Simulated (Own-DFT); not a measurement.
# Strain and stress in wurtzite GaN, 72 atoms (Ga36N36)

All numbers below are calculated, not measured. They come from Own-DFT, an in-house plane-wave density functional program, since retired, whose code no person has reviewed. Each row is one single-point run on a periodic cell that was not relaxed, without spin or spin-orbit coupling.

Settings of every run: PBE; PseudoDojo norm-conserving scalar-relativistic files (stringent for Ga); cutoff 96 hartree; 4 x 4 x 3 k mesh centred on Gamma; Gaussian smearing of 0.01 eV.

Known limits: forces not confirmed at this smearing and k mesh; stress not checked against mesh or cutoff.

Unstrained cell vectors in Å: (9.567, 0.000, 0.000); (-4.783, 8.285, 0.000); (0.000, 0.000, 10.370). The unstrained cell has measured lattice constants (interpolated for alloys), not those of this functional. That, the random moves and any unrelaxed bonds set the pressure at no strain. Each run strains this cell uniformly, with the atoms carried along. Every atom was also moved at random, by a Gaussian of width 0.05 Å on each axis. Strain is the symmetric tensor, in per cent. Stress is positive in tension, and the pressure is minus a third of its trace.

```
run,e_xx (%),e_yy (%),e_zz (%),e_yz (%),e_xz (%),e_xy (%),s_xx (GPa),s_yy (GPa),s_zz (GPa),s_yz (GPa),s_xz (GPa),s_xy (GPa),P (GPa),E (meV/atom)
1,1.84,-0.46,1.08,1.63,1.66,0.41,-0.92,-4.31,-2.76,3.07,4.16,2.85,2.66,20.8
2,-1.53,1.41,1.49,1.86,-0.02,1.12,-10.94,-1.55,-1.55,4.26,0.21,4.30,4.68,31.6
3,0.24,-0.45,0.94,1.12,1.04,0.47,-4.10,-9.62,-3.39,3.14,1.32,2.81,5.71,18.3
4,-1.48,1.43,-1.14,-0.13,-1.62,1.56,-13.16,-4.29,-12.56,-0.95,-3.66,5.60,10.00,42.0
5,-0.73,0.40,-0.51,-1.49,0.32,-0.86,-8.04,-7.17,-11.80,-3.64,0.93,-2.43,9.00,33.2
6,-1.98,2.00,-1.95,-1.19,-1.97,1.01,-14.96,-2.31,-16.97,-2.67,-3.57,3.72,11.42,50.1
7,-0.63,-0.65,0.31,1.07,-1.94,-1.89,-9.17,-10.97,-7.45,2.65,-3.61,-5.29,9.20,37.8
8,0.00,0.08,1.83,-0.64,0.54,-0.76,-6.77,-3.98,0.85,-1.35,1.06,-1.31,3.30,7.1
9,1.86,-1.06,1.59,0.70,0.60,-0.04,0.58,-7.36,0.23,0.75,1.43,-0.77,2.18,1.9
10,-0.40,-1.22,0.18,0.35,-1.03,-0.67,-9.90,-13.16,-7.99,0.45,-2.89,-2.93,10.35,35.0
11,1.44,-0.46,1.44,-1.87,0.49,-0.71,-1.82,-4.48,-1.44,-3.85,1.38,-1.33,2.58,21.2
12,1.23,-0.74,1.10,1.04,-1.26,1.31,-2.52,-9.16,-2.03,1.47,-2.51,4.81,4.57,25.2
13,1.18,1.61,-0.61,0.87,-1.20,-0.31,-0.95,-0.30,-6.36,2.27,-1.98,-0.55,2.54,0.0
14,-1.52,1.97,1.13,-0.88,1.03,-1.14,-10.56,-1.96,-0.18,-1.58,2.30,-3.25,4.23,23.0
15,0.41,0.15,-0.12,-0.08,-0.02,0.07,-6.48,-5.89,-6.72,-0.69,-0.73,-0.21,6.36,25.3
16,-1.88,-0.59,-0.01,0.31,0.65,-1.01,-16.06,-12.82,-8.53,0.59,1.01,-4.64,12.47,45.3
17,1.51,-1.48,0.72,0.59,1.61,-0.91,?,?,?,?,?,?,?,?
```

E is the free energy for each atom above the lowest run shown.

## Worked fit

Each stress component was fitted by least squares to a constant and the strains of the runs shown, as fractions, with shears doubled. Shear strains stay in the fit of a normal stress only where such slopes are resolved. The slopes, in GPa:

| stress | at no strain | per e_xx | per e_yy | per e_zz | scatter |
|---|---|---|---|---|---|
| s_xx | -7.2 | 390 ± 26 | 85 ± 31 | 61 ± 31 | 1.10 |
| s_yy | -7.3 | 154 ± 28 | 425 ± 33 | 87 ± 33 | 1.17 |
| s_zz | -7.6 | 78 ± 25 | 107 ± 31 | 459 ± 30 | 1.08 |

Each shear stress against twice its own strain: yz 114 ± 6, xz 99 ± 7, xy 166 ± 13 GPa. These are stiffnesses along x, y and z of the frame in which the cell vectors are given, which need not be the crystal's axes. The atoms are held to the strained lattice; where symmetry lets them move under strain, relaxing them would lower some slopes. The table should be nearly symmetric about its diagonal, and what it lacks of that shows the noise. A ninth of its sum, 205 ± 3 GPa, estimates the bulk modulus near the mean pressure of these runs, 6.3 GPa, so it lies above the value at zero pressure.

## Withheld run

Question: what normal stresses and pressure should run 17 give?

The fit gives s_xx = -2.1, s_yy = -10.6, s_zz = -4.7 and P = 5.8 GPa. The calculation gave -4.51, -11.72, -2.70 and P = 6.31 GPa.
